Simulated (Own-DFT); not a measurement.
# Response to strain: wurtzite AlGaN with randomly placed atoms, 128 atoms (Al48Ga16N64)

These are calculations, not measurements. They come from Own-DFT, an in-house plane-wave density functional program, since retired, whose code no person has reviewed. Each row is one single-point run on a periodic cell that was not relaxed, without spin or spin-orbit coupling.

Settings of every run: PBE; PseudoDojo norm-conserving scalar-relativistic files (stringent for Ga); cutoff 96 hartree; 3 x 3 x 3 k mesh centred on Gamma; Gaussian smearing of 0.01 eV.

Known limits: k mesh not checked against a denser one; stress not checked against mesh or cutoff.

Unstrained cell vectors in Å: (12.525, 0.000, 0.000); (-6.263, 10.847, 0.000); (0.000, 0.000, 10.066). The unstrained cell has measured lattice constants (interpolated for alloys), not those of this functional. That, the random moves and any unrelaxed bonds set the pressure at no strain. Each run strains this cell uniformly, with the atoms carried along. Every atom was also moved at random, by a Gaussian of width 0.05 Å on each axis. The random placing of the alloy's atoms differs from row to row. Strain is the symmetric tensor, in per cent. Stress is positive in tension, and the pressure is minus a third of its trace.

```
run  e_xx (%)  e_yy (%)  e_zz (%)  s_xx (GPa)  s_yy (GPa)  s_zz (GPa)  P (GPa)  E (meV/atom)
  1     -1.50     -1.50      0.00      -16.65      -14.73       -9.07    13.48          49.6
  2      1.75      1.75      0.00        3.40        2.63       -3.34    -0.90           0.0
  3     -0.75     -0.75      0.00       -9.64      -12.83       -6.79     9.76          31.1
  4     -2.50     -2.50      0.00      -21.11      -22.24      -12.00    18.45          64.1
  5     -1.00     -1.00      0.00      -11.65      -10.73       -9.38    10.59          24.6
  6     -2.25     -2.25      0.00      -23.61      -19.82       -8.56    17.33          60.6
  7     -1.25     -1.25      0.00      -13.85      -14.26       -8.86    12.32          41.9
  8     -0.50     -0.50      0.00       -7.35      -10.01       -9.21     8.86          29.5
  9      1.25      1.25      0.00           ?           ?           ?        ?             ?
```

E is the free energy for each atom above the lowest run shown.

## Worked fit

The change of volume is close to e_xx + e_yy + e_zz. A straight line through the runs shown gives P = 6.72 - 229 x (fractional change of volume) GPa, with an error of 7 on the slope and a scatter of 0.45 GPa. The strain isn't the same on all axes and the cell isn't cubic, so the slope belongs to this path and is not the bulk modulus.

## Withheld run

Question: what pressure should run 9 give? Its volume changes by 2.52 %.

The line gives 1.0 GPa. The calculation gave 1.46 GPa.
